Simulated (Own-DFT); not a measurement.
# Strain and stress in wurtzite AlGaN with randomly placed atoms, 96 atoms (Al12Ga36N48)

All numbers below are calculated, not measured. The program, named Own-DFT, is a retired in-house plane-wave density functional code that no person has reviewed. Each row is one single-point run on a periodic cell that was not relaxed, without spin or spin-orbit coupling.

Settings of every run: PBE; PseudoDojo norm-conserving scalar-relativistic files (stringent for Ga); cutoff 96 hartree; 3 x 4 x 3 k mesh centred on Gamma; Gaussian smearing of 0.01 eV.

Known limits: k mesh not checked against a denser one; stress not checked against mesh or cutoff.

Unstrained cell vectors in Å: (12.679, 0.000, 0.000); (-4.755, 8.235, 0.000); (0.000, 0.000, 10.268). The unstrained cell has measured lattice constants (interpolated for alloys), not those of this functional. That, the random moves and any unrelaxed bonds set the pressure at no strain. Each run strains this cell uniformly, with the atoms carried along. Every atom was also moved at random, by a Gaussian of width 0.05 Å on each axis. The random placing of the alloy's atoms differs from row to row. Strain is the symmetric tensor, in per cent. Stress is positive in tension, and the pressure is minus a third of its trace.

| run | e_xx (%) | e_yy (%) | e_zz (%) | s_xx (GPa) | s_yy (GPa) | s_zz (GPa) | P (GPa) | E (meV/atom) |
|---|---|---|---|---|---|---|---|---|
| 1 | 0.50 | 0.50 | 0.00 | -6.33 | -4.75 | -5.32 | 5.47 | 23.8 |
| 2 | -1.00 | -1.00 | 0.00 | -14.15 | -13.27 | -8.02 | 11.82 | 37.3 |
| 3 | 1.25 | 1.25 | 0.00 | -0.28 | -1.08 | -6.08 | 2.48 | 6.4 |
| 4 | -0.50 | -0.50 | 0.00 | -10.39 | -9.15 | -7.42 | 8.99 | 19.5 |
| 5 | -3.00 | -3.00 | 0.00 | -24.90 | -27.41 | -12.12 | 21.48 | 71.5 |
| 6 | 2.25 | 2.25 | 0.00 | 4.82 | 3.83 | -5.72 | -0.98 | 8.6 |
| 7 | -2.00 | -2.00 | 0.00 | -17.36 | -18.40 | -12.09 | 15.95 | 41.2 |
| 8 | 2.00 | 2.00 | 0.00 | 2.82 | 3.62 | -5.14 | -0.43 | 0.0 |
| 9 | 0.75 | 0.75 | 0.00 | ? | ? | ? | ? | ? |

E is the free energy for each atom above the lowest run shown.

## Worked fit

The change of volume is close to e_xx + e_yy + e_zz. A straight line through the runs shown gives P = 7.90 - 211 x (fractional change of volume) GPa, with an error of 7 on the slope and a scatter of 0.72 GPa. The strain isn't the same on all axes and the cell isn't cubic, so the slope belongs to this path and is not the bulk modulus.

## Withheld run

Question: what pressure should run 9 give? Its volume changes by 1.51 %.

The line gives 4.7 GPa. The calculation gave 4.27 GPa.
